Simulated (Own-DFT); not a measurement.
# Response to strain: wurtzite GaN, 72 atoms (Ga36N36)

These are calculations, not measurements. They come from Own-DFT, an in-house plane-wave density functional program, since retired, whose code no person has reviewed. Each row is one single-point run on a periodic cell that was not relaxed, without spin or spin-orbit coupling.

Settings of every run: PBE; PseudoDojo norm-conserving scalar-relativistic files (stringent for Ga); cutoff 96 hartree; 4 x 4 x 3 k mesh centred on Gamma; Gaussian smearing of 0.01 eV.

Known limits: forces not confirmed at this smearing and k mesh; stress not checked against mesh or cutoff.

Unstrained cell vectors in Å: (9.567, 0.000, 0.000); (-4.784, 8.285, 0.000); (0.000, 0.000, 10.370). The unstrained cell has measured lattice constants (interpolated for alloys), not those of this functional. That, the random moves and any unrelaxed bonds set the pressure at no strain. Each run strains this cell uniformly, with the atoms carried along. Every atom was also moved at random, by a Gaussian of width 0.05 Å on each axis. Strain is the symmetric tensor, in per cent. Stress is positive in tension, and the pressure is minus a third of its trace.

```
run  e_xx (%)  e_yy (%)  e_zz (%)  e_yz (%)  e_xz (%)  e_xy (%)  s_xx (GPa)  s_yy (GPa)  s_zz (GPa)  s_yz (GPa)  s_xz (GPa)  s_xy (GPa)  P (GPa)  E (meV/atom)
  1     -0.48      0.86     -0.55     -1.00     -0.93      2.00       -9.53       -5.01       -8.79       -1.80       -1.68        6.23     7.77          23.7
  2      0.63      0.79      0.65      0.14      0.66      1.11       -3.56       -2.01       -4.09       -0.43        0.87        3.13     3.22           0.0
  3     -0.68      1.55     -1.65      1.71      0.87     -0.94      -10.37       -2.33      -14.25        3.96        2.33       -2.69     8.98          22.4
  4     -0.88      0.47     -1.41     -0.02     -1.38      0.62      -13.66       -7.57      -14.77       -0.29       -4.11        1.52    12.00          47.7
  5     -1.88     -1.84     -1.26      1.78      1.80      0.18      -18.27      -19.33      -17.23        4.20        4.66        1.19    18.28          54.2
  6      0.13     -0.93      1.56     -1.29      0.58      0.92       -7.68       -8.33       -1.32       -2.63        0.85        3.45     5.78           8.2
  7      0.80      1.53      0.91      0.11     -1.23      1.66       -3.09        1.28       -3.09        0.58       -3.54        5.70     1.63           9.7
  8      0.42     -0.90     -0.31     -0.28      0.67      1.07       -7.33      -11.33       -7.32       -1.02        1.86        3.08     8.66          12.3
  9     -1.41     -0.84      1.45      1.14     -0.84     -1.93      -11.13      -12.04       -2.51        2.52       -1.01       -6.02     8.56          11.1
 10     -0.11     -0.61     -1.77     -0.54     -0.27      0.62      -10.96       -9.55      -17.91       -1.34        1.01        2.44    12.81          37.3
 11      1.09      0.32      0.43      0.79     -1.38      0.73       -3.74       -3.98       -4.52        1.62       -2.59        2.13     4.08          17.0
 12      0.88      1.35     -0.55     -1.67      0.89      0.96       -2.77        0.12      -10.14       -3.21        1.53        3.18     4.26          13.5
 13     -0.26      0.94      0.13     -0.09     -1.42      0.06       -8.03       -2.69       -6.41        0.32       -3.45       -0.28     5.71          13.9
 14     -0.20     -1.68      1.91      0.81     -0.07      1.50       -8.44      -13.65       -1.21        1.72       -0.16        4.94     7.76          28.7
 15     -1.62      1.86     -0.74     -1.36     -0.93      0.24           ?           ?           ?           ?           ?           ?        ?             ?
```

E is the free energy for each atom above the lowest run shown.

## Worked fit

Each stress component was fitted by least squares to a constant and the strains of the runs shown, as fractions, with shears doubled. Shear strains stay in the fit of a normal stress only where such slopes are resolved. The slopes, in GPa:

```
stress  at no strain  per e_xx  per e_yy  per e_zz  scatter
  s_xx          -8.0  360 ± 33  108 ± 24  115 ± 22     0.85
  s_yy          -6.9  173 ± 31  428 ± 23   63 ± 20     0.80
  s_zz          -7.9   65 ± 46   76 ± 34  462 ± 30     1.19
```

Each shear stress against twice its own strain: yz 105 ± 7, xz 105 ± 10, xy 159 ± 8 GPa. These are stiffnesses along x, y and z of the frame in which the cell vectors are given, which need not be the crystal's axes. The atoms are held to the strained lattice; where symmetry lets them move under strain, relaxing them would lower some slopes. The table should be nearly symmetric about its diagonal, and what it lacks of that shows the noise. A ninth of its sum, 206 ± 6 GPa, estimates the bulk modulus near the mean pressure of these runs, 7.8 GPa, so it lies above the value at zero pressure.

## Withheld run

Question: what normal stresses and pressure should run 15 give?

The fit gives s_xx = -12.7, s_yy = -2.3, s_zz = -11.0 and P = 8.6 GPa. The calculation gave -12.43, -1.12, -11.44 and P = 8.33 GPa.
